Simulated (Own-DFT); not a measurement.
Simulation results for Hf₃₆O₇₁ (tetragonal hafnia with one neutral oxygen vacancy, atoms displaced)

All values are calculated (Own-DFT development build). A calculation, not a measurement: plane-wave PBE and HSE06 DFT by an unreviewed code, no spin, of a simulated cell at Gamma alone, so results move with cell size and shape, stress positive in tension, energies less offsets, not probed for a lower state with spin; hafnium file: forces about 75 meV/angstrom off all-electron values; oxygen file: force components 24 meV/angstrom off all-electron in a glass; k mesh not checked against a denser one; forces and stress are PBE's, HSE06 gives the energy alone, and its difference from PBE has offsets of its own; offsets are fitted by least squares, one for each functional and potential file, so energies compare only between cells with the same atoms and settings and are not formation energies; the far tail of each file's local potential was reset to the Coulomb form; each entry is a single point on an unrelaxed cell, so the pressure reflects the starting lattice, taken from the Materials Project, from which strain is counted, and rises with the displacements; printed positions are rounded, which can move forces by about a meV/angstrom; the program is a retired in-house code; no spin-orbit coupling.

Settings shared by all entries: first functional PBE; second functional HSE06; exact exchange share 0.25; screening 0.11 1/bohr; exchange divergence Gygi-Baldereschi; potential files PseudoDojo norm-conserving, scalar-relativistic, made for PBE, standard set; wave cutoff 48 hartree; occupations fixed; k mesh 1 x 1 x 1 centred on Gamma.

(1) Hf₃₆O₇₁ (tetragonal hafnia with one neutral oxygen vacancy, atoms displaced)

```
cell vectors (Å)
  10.7800     0.0000     0.0000
   0.0000    10.7800     0.0000
   0.0000     0.0000    10.4493
atoms (fractions of the cell vectors)
Hf  0.00396  0.99524  0.99570
Hf  0.16698  0.16647  0.25317
O   0.99756  0.16698  0.14961
O   0.17044  0.99912  0.34703
O   0.99883  0.16301  0.40375
O   0.16915  0.99615  0.09364
Hf  0.99647  0.99884  0.50092
Hf  0.16636  0.17231  0.75206
O   0.00174  0.16868  0.65458
O   0.16406  0.99701  0.84886
O   0.00444  0.16590  0.90973
O   0.16522  0.00096  0.59672
Hf  0.00160  0.33113  0.00026
Hf  0.16174  0.49708  0.25140
O   0.99811  0.50127  0.14820
O   0.16853  0.32860  0.35048
O   0.99862  0.49881  0.40099
O   0.16792  0.33365  0.09786
Hf  0.99646  0.33436  0.50045
Hf  0.16420  0.50019  0.75221
O   0.99820  0.50324  0.65514
O   0.16382  0.33237  0.84635
O   0.99936  0.50281  0.89721
O   0.16674  0.33086  0.59600
Hf  0.00049  0.66361  0.99757
Hf  0.16488  0.82926  0.25534
O   0.99815  0.83104  0.15559
O   0.16824  0.66330  0.34921
O   0.99818  0.82802  0.40232
O   0.16776  0.66788  0.09790
Hf  0.99897  0.66831  0.49776
Hf  0.16797  0.82958  0.75189
O   0.99661  0.83091  0.65510
O   0.99564  0.82983  0.89730
O   0.16741  0.66445  0.59993
Hf  0.32660  0.00025  0.00031
Hf  0.49864  0.17122  0.25018
O   0.33499  0.16656  0.15556
O   0.50783  0.99917  0.35191
O   0.33222  0.16532  0.40210
O   0.50079  0.99645  0.09686
Hf  0.32948  0.00299  0.50136
Hf  0.49807  0.16423  0.74864
O   0.33545  0.17034  0.65451
O   0.50453  0.00098  0.85249
O   0.33516  0.16545  0.90110
O   0.49920  0.99580  0.59675
Hf  0.33470  0.32417  0.00250
Hf  0.50023  0.50656  0.24716
O   0.33325  0.49686  0.15505
O   0.50495  0.33624  0.34678
O   0.33425  0.50500  0.40060
O   0.50280  0.33466  0.09929
Hf  0.32840  0.33949  0.50251
Hf  0.50356  0.50420  0.74726
O   0.33001  0.50058  0.65219
O   0.50173  0.33288  0.84960
O   0.33329  0.49881  0.90418
O   0.50008  0.33315  0.59894
Hf  0.33406  0.66497  0.00327
Hf  0.49959  0.83178  0.24650
O   0.33140  0.83429  0.15546
O   0.49925  0.66864  0.34479
O   0.33164  0.83370  0.40284
O   0.49878  0.66548  0.09982
Hf  0.33092  0.66685  0.49851
Hf  0.49769  0.83363  0.75387
O   0.33307  0.83791  0.65255
O   0.49872  0.66536  0.84484
O   0.33471  0.83855  0.90414
O   0.49981  0.66704  0.59287
Hf  0.66431  0.99569  0.99823
Hf  0.83246  0.16849  0.24861
O   0.66278  0.16594  0.15410
O   0.83583  0.99396  0.34776
O   0.67186  0.16973  0.40249
O   0.83615  0.99518  0.09190
Hf  0.66401  0.00340  0.50178
Hf  0.83243  0.16623  0.74683
O   0.66737  0.16583  0.65280
O   0.83388  0.99635  0.84799
O   0.67101  0.16621  0.90109
O   0.83363  0.00437  0.59013
Hf  0.66515  0.33814  0.00310
Hf  0.83566  0.50371  0.24905
O   0.66996  0.50144  0.14980
O   0.83046  0.33370  0.34638
O   0.66713  0.50225  0.39989
O   0.83267  0.33322  0.09667
Hf  0.66142  0.33671  0.49645
Hf  0.83596  0.50417  0.74503
O   0.66780  0.50179  0.65468
O   0.83026  0.33212  0.84708
O   0.66479  0.50404  0.89653
O   0.83259  0.33896  0.59461
Hf  0.66395  0.66401  0.99655
Hf  0.82995  0.83288  0.25179
O   0.66923  0.83456  0.14875
O   0.83503  0.66802  0.35045
O   0.67105  0.83129  0.40292
O   0.83268  0.66749  0.09665
Hf  0.67001  0.66398  0.50059
Hf  0.83407  0.83481  0.74659
O   0.66263  0.83698  0.65722
O   0.83916  0.67412  0.84356
O   0.66588  0.83366  0.90387
O   0.83519  0.66425  0.59369
```

* PBE energy of cell above offsets: -101.163 eV
* HSE06 less PBE above offsets: -0.147 eV
* PBE pressure: 0.95 GPa
* PBE stress xx: -1.12 GPa
* PBE stress yy: 0.02 GPa
* PBE stress zz: -1.73 GPa
* PBE stress yz: -0.54 GPa
* PBE stress xz: 0.57 GPa
* PBE stress xy: 0 GPa

Force:
```tsv
element	x (eV/Å)	y (eV/Å)	z (eV/Å)
Hf	-1.125	-0.105	0.553
Hf	-0.484	-0.633	-0.276
O	0.825	0.231	0.793
O	-0.374	-0.01	-0.168
O	0.014	0.788	-0.07
O	-0.942	0.344	0.908
Hf	0.582	-0.188	-0.533
Hf	-0.088	-1.462	-0.436
O	-0.305	0.128	-0.003
O	0.174	0.482	-0.446
O	0.042	0.041	-0.908
O	-0.228	0.056	0.079
Hf	-0.798	-0.089	-0.052
Hf	0.85	0.008	-0.442
O	0.574	-0.131	0.278
O	-0.137	1.041	-0.148
O	0.314	-0.016	-0.141
O	-0.211	-0.071	0.145
Hf	-0.11	-0.801	-0.128
Hf	0.539	0.976	0.161
O	0.971	-0.407	-0.823
O	0.091	0.52	0.423
O	0.5	-0.523	0.332
O	-0.671	0.193	0.344
Hf	-0.528	0.965	0.292
Hf	0.035	0.501	-0.748
O	0.754	0.007	-0.106
O	-0.314	-0.126	0.007
O	0.664	0.916	0.246
O	-0.132	-0.288	-0.486
Hf	0.323	-0.29	0.471
Hf	-0.214	-0.069	-0.125
O	1.086	0.137	-0.835
O	1.205	-0.117	0.588
O	-0.435	0.31	0.244
Hf	1.724	-0.299	0.185
Hf	0.854	-1.061	0.655
O	-0.609	0.263	-0.672
O	-0.283	0.285	-0.732
O	0.2	0.84	0.213
O	-0.911	0.034	0.179
Hf	0.444	-0.722	-0.219
Hf	1.159	0.386	0.785
O	-0.756	-0.208	-0.239
O	-0.285	-0.082	-0.856
O	-0.39	-0.117	0.016
O	-0.385	0.656	0.496
Hf	0.626	1.599	-0.207
Hf	0.014	-0.646	0.319
O	-0.389	0.253	0.056
O	-0.254	0.183	0.106
O	-0.103	-1.039	0.182
O	-0.845	-0.093	0.033
Hf	1.018	-0.471	-0.314
Hf	-0.854	-1.163	0.298
O	0.341	-0.304	0.03
O	-0.182	0.156	-0.31
O	-0.558	-0.046	0.279
O	-0.293	0.28	-0.354
Hf	-0.625	-0.041	-0.554
Hf	0.418	1.386	0.429
O	0.052	-0.3	-0.115
O	0.058	-0.126	0.096
O	-0.096	0.005	0.187
O	0.45	-0.053	-0.299
Hf	0.482	0.562	0.332
Hf	0.22	0.738	-0.443
O	-0.336	-0.398	0.435
O	-0.064	0.462	0.57
O	-0.328	-1.448	-0.183
O	-0.034	-0.306	0.337
Hf	0.565	0.99	0.302
Hf	-0.357	-0.797	-0.079
O	0.627	0.14	0.005
O	0.057	1.278	-0.311
O	-0.135	-0.19	0.266
O	-0.222	0.364	0.313
Hf	-0.449	-0.585	-0.935
Hf	-0.644	-0.033	1.245
O	-0.296	-0.085	-0.357
O	0.307	0.764	-0.924
O	-0.096	0.245	0.532
O	-0.06	-0.094	1.062
Hf	0.575	-1.156	-1.339
Hf	-0.545	-0.233	-0.004
O	-0.47	0.008	-0.05
O	0.536	0.398	-0.21
O	0	0.074	0.065
O	0.281	0.013	0.091
Hf	0.376	-0.494	0.014
Hf	-0.481	-0.493	1.24
O	-0.055	0.163	-0.823
O	0.579	0.625	-0.481
O	0.116	-0.346	0.439
O	-0.092	-0.158	0.07
Hf	0.878	0.964	0.413
Hf	0.075	0.342	-0.759
O	-0.832	-0.294	0.449
O	0.069	-0.802	-0.282
O	-0.094	-0.117	0.383
O	-0.17	-0.458	-0.3
Hf	-0.658	0.977	-0.398
Hf	-0.642	0.317	0.739
O	0.681	-0.258	-0.389
O	-0.649	-1.483	0.115
O	-0.329	-1.067	-0.27
O	-0.357	-0.008	0.458
```

(2) Hf₃₆O₇₁ (tetragonal hafnia with one neutral oxygen vacancy, atoms displaced)

```
cell vectors (Å)
  10.7800     0.0000     0.0000
   0.0000    10.7800     0.0000
   0.0000     0.0000    10.4493
atoms (fractions of the cell vectors)
Hf  0.00024  0.01734  0.00523
Hf  0.16770  0.16335  0.23896
O   0.00429  0.15636  0.13806
O   0.16623  0.00046  0.33726
O   0.00590  0.17103  0.40318
O   0.16104  0.99251  0.10136
Hf  0.00218  0.00506  0.50306
Hf  0.15540  0.16890  0.75494
O   0.99544  0.17657  0.65318
O   0.17569  0.00631  0.83982
O   0.99850  0.16715  0.89824
O   0.15680  0.99815  0.60794
Hf  0.00399  0.33205  0.99056
Hf  0.15820  0.49019  0.25555
O   0.00337  0.50226  0.15773
O   0.17031  0.33051  0.34241
O   0.99440  0.49105  0.38927
O   0.17174  0.33019  0.10027
Hf  0.00411  0.34224  0.51060
Hf  0.16388  0.50593  0.74661
O   0.98608  0.50189  0.66147
O   0.15562  0.33201  0.85080
O   0.00660  0.48197  0.90434
O   0.17307  0.33536  0.60368
Hf  0.98957  0.65503  0.99482
Hf  0.17130  0.84328  0.26005
O   0.99571  0.82837  0.13423
O   0.17162  0.67414  0.34937
O   0.00701  0.82895  0.38962
O   0.17867  0.65761  0.07977
Hf  0.01309  0.65217  0.49128
Hf  0.17339  0.84063  0.74933
O   0.00712  0.84127  0.66003
O   0.16615  0.67876  0.85052
O   0.00501  0.83722  0.88868
O   0.18238  0.65842  0.58203
Hf  0.32199  0.00361  0.00194
Hf  0.49799  0.18609  0.24118
O   0.33714  0.16493  0.15414
O   0.49074  0.99733  0.33864
O   0.33621  0.16702  0.39868
O   0.51053  0.99829  0.10390
Hf  0.34213  0.00523  0.49064
Hf  0.50419  0.17518  0.74746
O   0.33219  0.16904  0.65308
O   0.51307  0.00941  0.84437
O   0.34415  0.17327  0.90330
O   0.49429  0.00173  0.59452
Hf  0.32867  0.32845  0.99238
Hf  0.49501  0.49020  0.24581
O   0.33873  0.49635  0.16473
O   0.50168  0.34352  0.35237
O   0.34140  0.49930  0.40589
O   0.49920  0.34482  0.09476
Hf  0.33577  0.34368  0.49673
Hf  0.48678  0.49854  0.74335
O   0.33544  0.50221  0.65101
O   0.49354  0.33642  0.84666
O   0.34774  0.51095  0.88963
O   0.50267  0.33215  0.60471
Hf  0.35275  0.66389  0.99718
Hf  0.50808  0.82944  0.24704
O   0.33091  0.84427  0.15702
O   0.50162  0.66323  0.33680
O   0.33882  0.84552  0.39915
O   0.49394  0.66301  0.10675
Hf  0.34113  0.66967  0.49893
Hf  0.51016  0.83717  0.76944
O   0.33509  0.82698  0.64513
O   0.50309  0.65442  0.84868
O   0.33043  0.82968  0.91207
O   0.49708  0.67428  0.60342
Hf  0.65684  0.01118  0.99599
Hf  0.83157  0.16213  0.24308
O   0.67252  0.16003  0.15915
O   0.82771  0.98429  0.34120
O   0.66931  0.16667  0.39664
O   0.83749  0.98862  0.08183
Hf  0.66143  0.99433  0.50059
Hf  0.81719  0.16865  0.75736
O   0.65767  0.16652  0.65730
O   0.82832  0.99127  0.84359
O   0.66275  0.16923  0.89007
O   0.83302  0.99853  0.60179
Hf  0.66460  0.32880  0.99448
Hf  0.82715  0.50629  0.25113
O   0.66749  0.49532  0.15458
O   0.82906  0.33660  0.34334
O   0.67073  0.48929  0.40793
O   0.83841  0.33003  0.10473
Hf  0.67092  0.32974  0.49848
Hf  0.83559  0.50442  0.75131
O   0.67748  0.50381  0.65179
O   0.82541  0.34324  0.85399
O   0.67580  0.50384  0.91024
O   0.83559  0.32526  0.59950
Hf  0.67231  0.67142  0.99383
Hf  0.82234  0.83995  0.25306
O   0.67494  0.82427  0.15811
O   0.83513  0.66739  0.35923
O   0.65379  0.82280  0.40225
O   0.83196  0.66853  0.08929
Hf  0.66643  0.66900  0.49349
Hf  0.81942  0.84155  0.74856
O   0.83095  0.65351  0.84811
O   0.65882  0.82262  0.90194
O   0.82383  0.65884  0.58988
```

- PBE energy of cell above offsets: -86.918 eV
- HSE06 less PBE above offsets: 0.639 eV
- PBE pressure: 5.47 GPa
- PBE stress xx: -4.13 GPa
- PBE stress yy: -6.06 GPa
- PBE stress zz: -6.21 GPa
- PBE stress yz: -0.15 GPa
- PBE stress xz: -1.16 GPa
- PBE stress xy: 0.3 GPa

Force:
```tsv
element	x (eV/Å)	y (eV/Å)	z (eV/Å)
Hf	-0.083	-6.175	-1.357
Hf	-0.472	0.55	1.942
O	-0.621	0.94	1.746
O	-0.172	2.967	2.225
O	-0.494	-0.116	-0.23
O	1.42	1.435	-0.768
Hf	0.489	-1.728	0.325
Hf	1.316	-0.398	-2.909
O	-0.101	-0.417	0.423
O	0.847	0.485	2.626
O	-0.45	0.545	-1.222
O	1.249	1.12	-1.912
Hf	-1.047	-1.226	3.074
Hf	1.993	3.181	-2.075
O	-1.287	0.053	-1.212
O	0.215	-0.739	1.169
O	1.315	0.762	1.931
O	-0.784	-0.301	-0.51
Hf	-1.082	-2.965	-0.689
Hf	0.854	1.448	1.407
O	5.204	0.034	-3.089
O	1.808	0.594	-0.009
O	-0.126	4.001	-1.561
O	-1.079	1.122	-0.515
Hf	3.83	3.915	0.589
Hf	-1.538	-3.702	-3.082
O	0.265	-0.013	1.968
O	-0.334	-2.369	-0.221
O	-0.257	0.634	2.065
O	-0.823	-0.708	0.718
Hf	-1.565	3.777	-0.426
Hf	-1.432	-0.69	0.132
O	-1.929	-1.094	-1.686
O	-0.398	-3.178	-2.686
O	-0.837	-0.03	1.594
O	-3.545	-1.27	2.118
Hf	0.753	-2.19	0.474
Hf	0.609	-2.384	2.532
O	-0.495	-0.135	-1.542
O	1.231	1.734	0.621
O	0.219	1.616	-0.493
O	-1.191	0.303	-1.517
Hf	-1.216	-0.167	1.203
Hf	-4.047	0.183	-0.622
O	-0.249	-0.09	0.595
O	-0.259	-1.231	0.939
O	-0.669	-1.669	0.428
O	1.965	-0.331	0.329
Hf	0.729	2.882	0.378
Hf	1.857	3.552	0.273
O	-2.664	-0.707	-1.461
O	-0.229	-3.129	0.355
O	-0.552	0.741	-0.156
O	-0.038	-2.132	0.098
Hf	0.389	-2.537	1.109
Hf	3.776	0.318	0.426
O	-2.051	-0.545	-1.149
O	0.872	-0.117	0.75
O	-2.008	-3.11	0.64
O	-0.277	0.38	-1.086
Hf	-4.281	0.28	0.743
Hf	-2.487	0.158	0.027
O	1.422	0.387	-0.5
O	-0.137	-0.384	1.493
O	-0.535	-2.295	0.182
O	2.895	0.876	-0.512
Hf	1.242	1.928	-1.368
Hf	-1.898	-1.548	-3.17
O	0.352	0.678	1.293
O	0.662	2.802	0.204
O	1.322	2.355	-0.901
O	1.865	-0.375	-0.332
Hf	1.433	-1.747	0.43
Hf	1.651	2.033	1.839
O	-1.825	0.341	-2.483
O	-0.158	5.374	2.381
O	-0.086	-0.865	0.657
O	-2.526	1.387	1.225
Hf	-0.404	0.374	-0.291
Hf	2.203	0.408	-1.572
O	2.512	-0.348	-1.888
O	-0.938	2.933	0.631
O	0.624	0.29	1.465
O	-0.999	-0.093	-0.847
Hf	1.834	4.128	0.633
Hf	-0.098	-0.85	-0.017
O	-0.168	0.016	-0.014
O	0.162	-1.466	0.084
O	-0.017	1.938	-0.538
O	-0.454	-0.893	-1.355
Hf	0.571	0.893	0.479
Hf	-4.92	-1.121	-0.023
O	-2.185	-0.924	0.518
O	0.165	-2.753	-0.142
O	-0.912	-1.729	0.377
O	-0.359	-0.179	-0.147
Hf	-0.842	-3.955	2.311
Hf	5.49	-5.241	-2.189
O	-2.723	0.162	-2.028
O	-0.417	0.078	-1.655
O	0.365	3.44	-0.018
O	-0.392	-1.091	1.123
Hf	-0.23	-3.817	1.666
Hf	3.51	-2.024	-1.248
O	0.639	3.627	0.781
O	0.197	3.544	-1.2
O	2.069	1.584	0.881
```

(3) Hf₃₆O₇₁ (tetragonal hafnia with one neutral oxygen vacancy, atoms displaced)

```
cell vectors (Å)
  10.7800     0.0000     0.0000
   0.0000    10.7800     0.0000
   0.0000     0.0000    10.4493
atoms (fractions of the cell vectors)
Hf  0.99992  0.00426  0.99964
Hf  0.16116  0.16952  0.24727
O   0.00270  0.16589  0.15397
O   0.17210  0.99699  0.34658
O   0.00289  0.16256  0.40170
O   0.16648  0.99474  0.09571
Hf  0.99399  0.99919  0.49947
Hf  0.16353  0.16281  0.74710
O   0.00549  0.17175  0.65468
O   0.17037  0.00134  0.84800
O   0.00128  0.16877  0.90129
O   0.16566  0.99521  0.59733
Hf  0.99687  0.33759  0.99936
Hf  0.16674  0.50137  0.24738
O   0.00050  0.50076  0.15020
O   0.16719  0.33853  0.34803
O   0.00406  0.49751  0.40575
O   0.16827  0.33527  0.09025
Hf  0.99922  0.33797  0.50185
Hf  0.16582  0.49945  0.75039
O   0.00162  0.50430  0.64821
O   0.16993  0.33646  0.84944
O   0.00023  0.49653  0.90163
O   0.16781  0.33121  0.59550
Hf  0.00133  0.66781  0.00426
Hf  0.16070  0.83470  0.25594
O   0.99999  0.82944  0.15359
O   0.16549  0.66545  0.34367
O   0.99653  0.83628  0.40483
O   0.16611  0.66772  0.09515
Hf  0.99800  0.66677  0.49922
Hf  0.16986  0.83501  0.74720
O   0.99721  0.83311  0.64733
O   0.17062  0.66775  0.84752
O   0.00137  0.83300  0.90173
O   0.16872  0.66614  0.59801
Hf  0.33474  0.00240  0.99633
Hf  0.49948  0.16309  0.24722
O   0.33058  0.16606  0.15068
O   0.50173  0.99557  0.34598
O   0.33460  0.16648  0.40668
O   0.50362  0.99945  0.09877
Hf  0.33684  0.99807  0.49730
Hf  0.49761  0.16298  0.75134
O   0.33569  0.16951  0.65262
O   0.50082  0.99832  0.85185
O   0.33753  0.17070  0.90226
O   0.50322  0.00085  0.59048
Hf  0.33490  0.32834  0.00325
Hf  0.49996  0.50353  0.25429
O   0.33195  0.49369  0.15607
O   0.50392  0.33354  0.34897
O   0.33167  0.50201  0.40315
O   0.50495  0.33376  0.09511
Hf  0.33220  0.33692  0.49458
Hf  0.49709  0.49980  0.74496
O   0.33188  0.49671  0.65157
O   0.49932  0.33527  0.83959
O   0.33283  0.49814  0.90273
O   0.49512  0.33581  0.59628
Hf  0.33184  0.67027  0.99729
Hf  0.49945  0.83331  0.25054
O   0.49539  0.66185  0.35049
O   0.33263  0.83283  0.40322
O   0.50143  0.66763  0.09695
Hf  0.33383  0.66334  0.49763
Hf  0.50202  0.83199  0.75585
O   0.33271  0.83096  0.64908
O   0.50702  0.67010  0.85418
O   0.32821  0.83170  0.90452
O   0.50178  0.66724  0.59763
Hf  0.66518  0.00261  0.99749
Hf  0.83443  0.16357  0.25295
O   0.66958  0.16824  0.14764
O   0.83664  0.99852  0.34569
O   0.66987  0.16580  0.39942
O   0.82894  0.99602  0.10538
Hf  0.67161  0.00021  0.50579
Hf  0.83435  0.16438  0.75058
O   0.66727  0.16149  0.65386
O   0.83129  0.00203  0.84001
O   0.66563  0.16682  0.90282
O   0.83338  0.00128  0.59734
Hf  0.66384  0.33256  0.00375
Hf  0.83551  0.50041  0.24899
O   0.66444  0.50718  0.15441
O   0.82906  0.33801  0.35238
O   0.66444  0.50214  0.40274
O   0.83138  0.32888  0.09519
Hf  0.66174  0.33715  0.49372
Hf  0.83045  0.49953  0.75039
O   0.66566  0.50302  0.65433
O   0.83468  0.32743  0.85002
O   0.66555  0.50153  0.90333
O   0.82704  0.33742  0.59575
Hf  0.66975  0.66562  0.00375
Hf  0.83510  0.83072  0.24828
O   0.66635  0.83720  0.15397
O   0.83424  0.66548  0.34606
O   0.66290  0.83542  0.40396
O   0.83068  0.66812  0.09775
Hf  0.66371  0.66718  0.49531
Hf  0.83435  0.83537  0.74396
O   0.66165  0.82911  0.65133
O   0.83441  0.66858  0.84570
O   0.66371  0.83154  0.89847
O   0.83087  0.66674  0.59369
```

* PBE energy of cell above offsets: -100.679 eV
* HSE06 less PBE above offsets: -0.133 eV
* PBE pressure: 1.25 GPa
* PBE stress xx: -0.88 GPa
* PBE stress yy: -0.85 GPa
* PBE stress zz: -2.02 GPa
* PBE stress yz: 0.49 GPa
* PBE stress xz: -0.17 GPa
* PBE stress xy: -0.05 GPa

Force:
```tsv
element	x (eV/Å)	y (eV/Å)	z (eV/Å)
Hf	-0.062	-0.791	0.042
Hf	1.303	-0.331	1.183
O	-0.911	-0.147	-0.536
O	-0.358	1.006	-0.16
O	-0.2	1.028	-0.031
O	-0.082	0.011	-0.084
Hf	1.511	0.027	0.031
Hf	1.53	1.39	0.303
O	-1.761	-0.359	-0.616
O	-0.076	-0.087	0.035
O	0.066	-0.646	0.378
O	-0.087	0.343	-0.064
Hf	0.447	-0.467	-0.595
Hf	0.446	-0.09	0.016
O	-0.415	-0.072	0.102
O	-0.102	-1.003	-0.621
O	-0.411	0.841	-0.83
O	-0.908	-0.376	1.107
Hf	-0.054	-0.726	0.468
Hf	0.505	-0.054	0.286
O	-0.652	-0.371	0.452
O	-0.338	-1.003	-0.729
O	-0.213	1.114	-0.012
O	-0.356	0.246	-0.097
Hf	-0.257	0.192	-1.259
Hf	1.55	-0.011	-0.927
O	-0.271	-0.055	-0.129
O	-0.265	0.278	0.448
O	0.201	-0.636	-0.6
O	0.388	0.043	0.352
Hf	0.42	-0.245	0.707
Hf	-0.412	-0.472	-0.152
O	0.443	-0.035	0.405
O	-0.369	-0.165	-0.198
O	-0.153	0.682	0.293
O	-0.532	0.208	-0.508
Hf	-0.292	-0.332	0.69
Hf	0.355	-0.053	0.492
O	0.358	0.079	0.158
O	-0.417	1.031	-0.265
O	0.161	0.108	-0.823
O	-0.959	0.092	-0.081
Hf	-0.538	0.233	0.322
Hf	0.218	1.103	-0.55
O	-0.576	-0.693	0.323
O	-0.407	0.098	-0.221
O	0.166	-1.04	-0.084
O	-0.424	0.035	0.904
Hf	-0.101	1.694	-0.936
Hf	-0.309	-0.639	-1.041
O	0.559	0.205	0.043
O	-0.251	-0.198	-0.616
O	0.102	-0.318	-0.556
O	-1.104	-0.322	0.713
Hf	-0.117	-0.855	1.118
Hf	0.138	0.205	0.943
O	-0.168	0.454	-0.253
O	0.331	-0.588	0.534
O	0.311	0.421	0.315
O	0.971	0.127	-0.432
Hf	0.507	-1.332	0.231
Hf	-0.344	-0.343	-0.519
O	0.296	1.274	-0.031
O	0.152	-0.554	-0.538
O	-0.807	0.346	0.587
Hf	-0.007	0.979	0.96
Hf	0.076	-0.813	-0.582
O	0.667	0.344	0.75
O	-0.947	-0.537	-0.916
O	0.351	1.015	-0.014
O	-0.749	-0.308	-0.065
Hf	0.385	-0.849	0.328
Hf	-0.802	0.518	-0.109
O	-0.475	-0.184	0.747
O	-0.024	-0.045	0.61
O	0.005	-0.19	0.143
O	1.167	0.507	-1.267
Hf	-1.406	0.3	-1.129
Hf	-0.375	1.418	-0.393
O	-0.11	0.037	0
O	0.248	-0.658	1.055
O	-0.132	0.059	-0.08
O	0.489	-0.076	0.489
Hf	0.742	0.186	-1.387
Hf	-0.676	-0.249	0.078
O	0.746	-0.435	0.223
O	0.482	-0.556	-0.929
O	-0.038	0.052	-0.397
O	0.442	0.569	0.819
Hf	0.046	-0.7	0.887
Hf	-0.032	-0.152	0.076
O	0.026	-0.145	-0.279
O	0.031	0.93	-0.476
O	0.586	-0.533	0.257
O	0.815	-0.163	0.203
Hf	-1.275	0.218	-1.186
Hf	-0.859	0.571	-0.149
O	0.043	-0.539	0.163
O	0.2	-0.215	0.03
O	0.429	-0.488	-0.123
O	1.248	-0.076	0.428
Hf	0.095	0.486	1.091
Hf	-0.595	-1.244	0.782
O	1.035	0.629	0.048
O	0.145	-0.138	-0.191
O	0.474	0.893	0.632
O	0.145	0.067	-0.01
```
